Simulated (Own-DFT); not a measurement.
## Calculated data, Hf36O71 (tetragonal hafnia with one neutral oxygen vacancy, atoms displaced)

A calculation, not a measurement: plane-wave PBE and HSE06 DFT by an unreviewed code, no spin, of a simulated cell at Gamma alone, so results move with cell size and shape, stress positive in tension, energies less offsets, not probed for a lower state with spin; hafnium file: forces about 75 meV/angstrom off all-electron values; oxygen file: force components 24 meV/angstrom off all-electron in a glass; k mesh not checked against a denser one; forces and stress are PBE's, HSE06 gives the energy alone, and its difference from PBE has offsets of its own; offsets are fitted by least squares, one for each functional and potential file, so energies compare only between cells with the same atoms and settings and are not formation energies; the far tail of each file's local potential was reset to the Coulomb form; each entry is a single point on an unrelaxed cell, so the pressure reflects the starting lattice, taken from the Materials Project, from which strain is counted, and rises with the displacements; printed positions are rounded, which can move forces by about a meV/angstrom; the program is a retired in-house code; no spin-orbit coupling. Program: Own-DFT development build.

Settings shared by all entries: first functional PBE; second functional HSE06; exact exchange share 0.25; screening 0.11 1/bohr; exchange divergence Gygi-Baldereschi; potential files PseudoDojo norm-conserving, scalar-relativistic, made for PBE, standard set; wave cutoff 48 hartree; occupations fixed; k mesh 1 x 1 x 1 centred on Gamma.

(1) Hf36O71 (tetragonal hafnia with one neutral oxygen vacancy, atoms displaced)

```
Hf36O71
1.0
     10.7800     0.0000     0.0000
      0.0000    10.7800     0.0000
      0.0000     0.0000    10.4493
Hf O Hf O Hf O Hf O Hf O Hf O Hf O Hf O Hf O Hf O Hf O Hf O Hf O Hf O Hf O Hf O Hf O Hf O
2 4 2 4 2 3 2 4 2 4 2 4 2 4 2 4 2 4 2 4 2 4 2 4 2 4 2 4 2 4 2 4 2 4 2 4
Direct
  0.00111 0.99863 0.99961
  0.16332 0.16282 0.24858
  0.99939 0.16775 0.15467
  0.16827 0.00002 0.34951
  0.00255 0.17390 0.40566
  0.16718 0.99639 0.09626
  0.99878 0.99821 0.49983
  0.16711 0.16454 0.74983
  0.99836 0.16509 0.65357
  0.16744 0.00142 0.84877
  0.99772 0.17117 0.90498
  0.16666 0.00391 0.60038
  0.00196 0.33877 0.00014
  0.16781 0.50066 0.24579
  0.99606 0.50096 0.14757
  0.16815 0.33175 0.34389
  0.16608 0.33233 0.09693
  0.99699 0.33468 0.49655
  0.16613 0.50142 0.75375
  0.00078 0.50530 0.65481
  0.16980 0.33709 0.84837
  0.99978 0.50027 0.89933
  0.16566 0.33569 0.59671
  0.00087 0.65742 0.00313
  0.16731 0.83679 0.24837
  0.99761 0.83084 0.15456
  0.16741 0.66393 0.34605
  0.00483 0.83420 0.40514
  0.16735 0.66541 0.09760
  0.99845 0.67053 0.50132
  0.16898 0.83020 0.74975
  0.00477 0.83095 0.65217
  0.16373 0.66672 0.85013
  0.99384 0.83156 0.90210
  0.16963 0.67075 0.59682
  0.32519 0.00184 0.00084
  0.49506 0.16770 0.25304
  0.33648 0.16650 0.15245
  0.49995 0.00224 0.34724
  0.33166 0.16386 0.40198
  0.49795 0.00255 0.09429
  0.33250 0.99616 0.49872
  0.50263 0.16661 0.75169
  0.33440 0.16081 0.65091
  0.50167 0.99839 0.84380
  0.33419 0.16995 0.90264
  0.49784 0.99949 0.59986
  0.33647 0.33265 0.00101
  0.49970 0.50112 0.24892
  0.33330 0.49471 0.15046
  0.49835 0.33269 0.34778
  0.33329 0.50115 0.39936
  0.49867 0.33081 0.10024
  0.33777 0.33569 0.50229
  0.49970 0.49604 0.74712
  0.33360 0.50042 0.65517
  0.49781 0.32780 0.84727
  0.33930 0.49871 0.89683
  0.50328 0.33162 0.59921
  0.33064 0.66647 0.99550
  0.49439 0.83252 0.25156
  0.33659 0.83009 0.15313
  0.50035 0.66523 0.34705
  0.33179 0.83500 0.40058
  0.49634 0.66882 0.09211
  0.33273 0.66660 0.49566
  0.50565 0.83511 0.75330
  0.33413 0.83823 0.64998
  0.50050 0.66524 0.84674
  0.33054 0.83638 0.90015
  0.50148 0.66269 0.60156
  0.66793 0.00469 0.00690
  0.83315 0.16404 0.24919
  0.66150 0.16776 0.15248
  0.83588 0.00119 0.34865
  0.66738 0.16558 0.40149
  0.83123 0.99853 0.09100
  0.66627 0.99738 0.50169
  0.82875 0.16455 0.74955
  0.66940 0.16374 0.65347
  0.83043 0.00162 0.85314
  0.66522 0.16778 0.89909
  0.83496 0.99837 0.59758
  0.66891 0.33006 0.99914
  0.82818 0.49647 0.24919
  0.66668 0.50272 0.15201
  0.83699 0.33270 0.34487
  0.66360 0.49883 0.40318
  0.83327 0.33479 0.10259
  0.66277 0.33454 0.49320
  0.83777 0.50487 0.74672
  0.66388 0.50162 0.64797
  0.83816 0.33351 0.85017
  0.66400 0.49869 0.90499
  0.83422 0.33307 0.59902
  0.66647 0.66484 0.99716
  0.83510 0.83101 0.25018
  0.66412 0.83639 0.14987
  0.83329 0.67731 0.34326
  0.66641 0.83386 0.40012
  0.83391 0.67009 0.08760
  0.66635 0.66567 0.50081
  0.83532 0.82951 0.74405
  0.66533 0.82895 0.65406
  0.83504 0.66686 0.84656
  0.66769 0.83673 0.90498
  0.83294 0.66416 0.59289
```

| Quantity | Value |
| --- | --- |
| PBE energy of cell above offsets | -100.696 eV |
| HSE06 less PBE above offsets | -0.135 eV |
| PBE pressure | 0.97 GPa |
| PBE stress xx | -0.79 GPa |
| PBE stress yy | -0.47 GPa |
| PBE stress zz | -1.64 GPa |
| PBE stress yz | -0.01 GPa |
| PBE stress xz | -0.04 GPa |
| PBE stress xy | 0.1 GPa |

Force:
```csv
element,x (eV/Å),y (eV/Å),z (eV/Å)
Hf,-1.277,0.106,-1.286
Hf,0.822,1.352,0.687
O,-0.098,-0.541,-0.089
O,-0.35,-0.199,-0.408
O,-0.089,-1.754,-0.546
O,-0.701,-0.017,1.094
Hf,0.626,1.34,0.523
Hf,-0.2,0.618,-0.533
O,0.09,-0.121,0.229
O,-0.24,-0.345,0.26
O,0.592,-0.73,0.418
O,-0.412,-0.328,-0.477
Hf,-0.52,-1.259,-0.343
Hf,-0.102,-0.713,0.471
O,0.336,0.147,0.822
O,-0.286,0.652,-0.167
O,0.134,0.075,-0.096
Hf,0.486,0.646,0.786
Hf,0.555,-0.802,-0.723
O,0.256,0.23,-0.662
O,-0.307,-0.33,-0.092
O,0.113,-0.039,-0.128
O,0.189,0.05,-0.31
Hf,-0.306,1.774,-0.562
Hf,-0.166,-0.837,0.277
O,1.025,0.368,-0.018
O,-0.348,0.44,-0.034
O,-0.027,-0.054,-0.31
O,0.045,-0.1,0.147
Hf,1.045,-0.974,-0.507
Hf,0.65,0.709,-0.024
O,-0.86,-0.011,-0.231
O,0.278,-0.084,0.009
O,0.525,0.122,0.291
O,-0.283,-0.129,-0.086
Hf,2.35,0.263,-0.959
Hf,0.29,-0.587,-0.476
O,-1.543,-0.152,-0.135
O,-0.058,-0.717,0.157
O,0.232,0.745,0.198
O,-0.63,-0.142,0.208
Hf,0.153,1.148,1.16
Hf,-0.524,-1.032,-0.371
O,0.001,0.731,0.391
O,-0.116,0.655,0.387
O,-0.324,-0.889,0.129
O,0.997,-0.189,-0.771
Hf,-0.277,0.27,-0.294
Hf,-0.372,-0.227,-0.467
O,0.21,0.357,-0.011
O,0.159,0.595,0.492
O,0.205,-0.256,0.24
O,0.749,0.393,-0.248
Hf,-1.422,-0.792,-0.194
Hf,0.137,0.728,0.757
O,-0.218,-0.228,-0.787
O,0.216,0.973,0.205
O,-0.423,0.341,0.787
O,-0.282,0.069,-0.2
Hf,0.963,0.046,-0.266
Hf,1.737,0.588,-0.616
O,-1.414,0.273,-0.256
O,-0.087,0.248,0.104
O,0.084,-0.853,-0.428
O,0.232,-0.405,0.567
Hf,0.336,-0.014,0.94
Hf,-0.984,-0.285,0.102
O,0.041,-0.418,0.247
O,0.028,0.213,-0.13
O,-0.194,-0.589,0.376
O,-0.529,0.251,-1.119
Hf,-1.052,-1.07,-1.241
Hf,-0.49,0.234,-0.101
O,1.089,-0.065,0.036
O,0.264,-0.286,-0.119
O,0.136,0.1,0.223
O,1.273,0.534,1.489
Hf,-0.612,0.432,-0.196
Hf,1.352,0.394,0.741
O,-0.742,-0.081,-0.589
O,0.32,-0.413,-1.26
O,0.119,0.214,0.349
O,-0.358,-0.533,0.051
Hf,-0.196,0.231,-0.011
Hf,0.85,0.428,0.001
O,-0.501,0.1,0.209
O,-0.102,0.302,0.341
O,0.393,0.452,-0.875
O,-0.166,0,-0.364
Hf,1.047,-0.673,1.288
Hf,-1.143,-1.484,0.285
O,1.014,-0.063,0.393
O,-0.557,0.525,-0.328
O,0.127,-0.425,-0.344
O,-0.494,0.322,-0.705
Hf,-0.668,1.096,-0.135
Hf,-1.359,1.556,-1.245
O,0.158,-0.243,0.888
O,0.259,-2.759,0.736
O,-0.12,-0.05,0.721
O,-0.275,-0.225,0.997
Hf,-0.997,0.246,0.057
Hf,0.028,1.261,1.905
O,0.851,0.12,-0.694
O,-0.287,-0.274,-0.717
O,-0.162,-0.647,-0.367
O,0.091,0.367,0.478
```

(2) Hf36O71 (tetragonal hafnia with one neutral oxygen vacancy, atoms displaced)

```
Hf36O71
1.0
     10.7800     0.0000     0.0000
      0.0000    10.7800     0.0000
      0.0000     0.0000    10.4493
Hf O Hf O Hf O Hf O Hf O Hf O Hf O Hf O Hf O Hf O Hf O Hf O Hf O Hf O Hf O Hf O Hf O Hf O
2 4 2 4 2 4 2 4 2 4 2 4 2 4 2 4 2 4 2 4 2 4 2 3 2 4 2 4 2 4 2 4 2 4 2 4
Direct
  0.99687 0.99860 0.99639
  0.17297 0.16252 0.24645
  0.99804 0.16921 0.15576
  0.16882 0.00058 0.34770
  0.00302 0.16884 0.40433
  0.16125 0.99567 0.10159
  0.99870 0.99865 0.49629
  0.16885 0.16740 0.74928
  0.00160 0.16498 0.64992
  0.16922 0.99819 0.84617
  0.99853 0.17052 0.90582
  0.16769 0.99810 0.59883
  0.99750 0.33113 0.99677
  0.16557 0.50097 0.25268
  0.99945 0.50042 0.15064
  0.17094 0.33219 0.34949
  0.00072 0.49772 0.40122
  0.16833 0.33493 0.09637
  0.00147 0.33373 0.50418
  0.16709 0.49798 0.74884
  0.00081 0.49879 0.64981
  0.16623 0.33346 0.85027
  0.99957 0.50191 0.89615
  0.16757 0.33596 0.60065
  0.00075 0.66841 0.00117
  0.16216 0.83793 0.24763
  0.99934 0.82506 0.14732
  0.16335 0.66455 0.34799
  0.00186 0.83055 0.40321
  0.16509 0.66296 0.09793
  0.00202 0.66732 0.49877
  0.16417 0.83320 0.74955
  0.99743 0.83263 0.65102
  0.16425 0.66719 0.84471
  0.99866 0.82950 0.90425
  0.17102 0.66603 0.59848
  0.33165 0.00036 0.99931
  0.49659 0.16470 0.25191
  0.33037 0.16788 0.15394
  0.50102 0.00223 0.34981
  0.33153 0.16270 0.39855
  0.49988 0.00236 0.09506
  0.33376 0.00200 0.50105
  0.50487 0.16367 0.74600
  0.33145 0.16571 0.65769
  0.50086 0.99620 0.84735
  0.33330 0.16251 0.90099
  0.49863 0.99992 0.59796
  0.32697 0.32741 0.00220
  0.49625 0.49662 0.25016
  0.33155 0.50371 0.15071
  0.49980 0.33198 0.34356
  0.33315 0.50160 0.40373
  0.49688 0.33047 0.09925
  0.33404 0.34062 0.50425
  0.50442 0.49885 0.75384
  0.33467 0.50271 0.64849
  0.49608 0.33280 0.84754
  0.32936 0.49783 0.90117
  0.49888 0.33191 0.60674
  0.33047 0.66254 0.99881
  0.50297 0.83152 0.24691
  0.33046 0.83030 0.15437
  0.49819 0.66975 0.35064
  0.33528 0.83875 0.40462
  0.49966 0.66942 0.09591
  0.33044 0.66641 0.49826
  0.50648 0.83289 0.74220
  0.49986 0.66848 0.85025
  0.33417 0.83012 0.90272
  0.49729 0.66633 0.60091
  0.66438 0.99706 0.00324
  0.83596 0.16506 0.25068
  0.66774 0.16673 0.15714
  0.83126 0.00376 0.34491
  0.67309 0.16268 0.40448
  0.83480 0.99823 0.09722
  0.66677 0.99486 0.49969
  0.83880 0.16619 0.74714
  0.67297 0.16471 0.65231
  0.83243 0.00073 0.85354
  0.66627 0.16439 0.89982
  0.82925 0.00441 0.59558
  0.66220 0.33764 0.99715
  0.83218 0.49656 0.24947
  0.66135 0.50206 0.15491
  0.83414 0.33571 0.34942
  0.66608 0.49766 0.40304
  0.83340 0.33185 0.09048
  0.66670 0.33360 0.50089
  0.83468 0.50394 0.74687
  0.66805 0.50187 0.65266
  0.83217 0.33159 0.84847
  0.66398 0.49288 0.90247
  0.83509 0.33196 0.59860
  0.66742 0.66219 0.00081
  0.83148 0.83571 0.25104
  0.66220 0.83148 0.15571
  0.83555 0.66636 0.35217
  0.66441 0.83387 0.40316
  0.83197 0.66487 0.09488
  0.66578 0.66150 0.50098
  0.83297 0.83119 0.74449
  0.66971 0.83250 0.65159
  0.83232 0.66417 0.84310
  0.67098 0.83239 0.89943
  0.83276 0.66732 0.59647
```

| Quantity | Value |
| --- | --- |
| PBE energy of cell above offsets | -100.903 eV |
| HSE06 less PBE above offsets | -0.140 eV |
| PBE pressure | 0.8 GPa |
| PBE stress xx | -1.22 GPa |
| PBE stress yy | 0.19 GPa |
| PBE stress zz | -1.36 GPa |
| PBE stress yz | 0.22 GPa |
| PBE stress xz | 0.81 GPa |
| PBE stress xy | -0.04 GPa |

Force:
```csv
element,x (eV/Å),y (eV/Å),z (eV/Å)
Hf,-0.311,0.058,-0.042
Hf,-1.83,1.024,1.383
O,0.86,-0.139,-0.405
O,-0.625,-0.3,0.045
O,-0.328,-0.619,0.14
O,0.475,0.32,-0.421
Hf,0.449,0.848,0.619
Hf,-0.036,-0.315,0.338
O,0.44,-0.01,0.259
O,-0.516,0.367,0.361
O,0.301,-1.46,-0.692
O,-0.513,-0.367,-0.315
Hf,0.086,1.444,0.396
Hf,-0.442,-0.532,-0.592
O,-0.23,-0.141,0.396
O,0.075,0.098,-0.241
O,0.063,0.285,0.239
O,-0.855,-0.27,0.376
Hf,-0.075,-0.038,-0.885
Hf,0.237,0.447,0.565
O,-0.1,0.232,-0.137
O,0.075,-0.449,-0.394
O,-0.058,-0.371,0.459
O,0.215,-0.107,0.087
Hf,0.18,-1.08,-0.107
Hf,0.849,-0.81,0.083
O,-0.591,0.483,0.844
O,0.216,0.785,0.157
O,-0.212,0.947,-0.574
O,0.095,0.127,-0.142
Hf,-0.013,-0.905,-0.035
Hf,1.333,-0.135,-0.139
O,0.304,0.07,-0.205
O,0.08,-0.136,0.077
O,-0.038,0.904,-0.588
O,-0.951,0.51,-0.085
Hf,0.123,-1.377,-0.573
Hf,1.019,-0.076,-0.21
O,0.854,-0.374,-1.109
O,0.196,-0.529,-0.462
O,0.291,1.202,0.557
O,-0.69,-0.063,0.508
Hf,-0.277,-0.481,-0.042
Hf,0.214,0.06,1.077
O,0.495,0.144,-0.768
O,0.023,0.157,-0.317
O,-0.259,0.354,0.485
O,0.515,-0.23,0.261
Hf,1.016,0.814,-0.865
Hf,-0.295,0.814,-0.264
O,0.331,-0.187,0.467
O,0.01,0.025,1.137
O,0.231,-0.49,-0.488
O,-0.113,0.244,-0.201
Hf,-0.376,-0.909,-0.37
Hf,-1.227,0.369,0.019
O,0.164,-0.564,0.324
O,0.296,-0.313,0.078
O,0.124,-0.136,0.028
O,0.556,-0.011,-1.223
Hf,0.287,0.461,-0.047
Hf,-1.862,0.048,1.037
O,0.172,0.355,0.124
O,0.25,-0.784,-0.409
O,-0.348,-0.815,0.586
O,0.072,-0.097,0.162
Hf,0.813,1.113,0.24
Hf,-1.921,-0.276,1.397
O,0.434,-0.607,-0.536
O,-0.412,0.594,0.016
O,0.524,0.463,-0.347
Hf,0.525,0.764,-1.314
Hf,-0.753,1.23,-0.161
O,-0.221,-0.237,-0.102
O,0.613,-1.596,0.448
O,-0.487,0.936,0.433
O,-0.182,-0.333,0.52
Hf,-0.518,1.249,-0.259
Hf,-0.933,0.074,0.968
O,-1.001,0.294,-0.046
O,0.693,-0.26,-1.128
O,-0.459,0.256,0.63
O,1.27,-0.622,0.097
Hf,0.263,-2.652,0.639
Hf,0.598,0.414,-0.136
O,0.613,-0.185,-0.329
O,-0.204,-0.408,-0.289
O,-0.169,0.207,0.08
O,-0.703,0.508,0.797
Hf,0.446,-1.208,0.011
Hf,0.886,-1.213,0.526
O,-0.257,-0.005,-0.293
O,0.167,0.509,-0.738
O,-0.015,1.9,-0.562
O,-0.402,0.17,-0.189
Hf,-0.683,0.738,-0.497
Hf,0.177,-0.71,-0.27
O,1.6,0.248,-0.689
O,-0.28,0.061,-0.781
O,0.427,-0.73,-0.218
O,-0.272,0.036,0.306
Hf,-0.365,0.471,-0.343
Hf,-0.003,0.434,1.562
O,-0.065,0.07,-0.741
O,-0.325,0.405,0.189
O,0.002,-0.328,0.676
O,0.187,-0.153,0.11
```
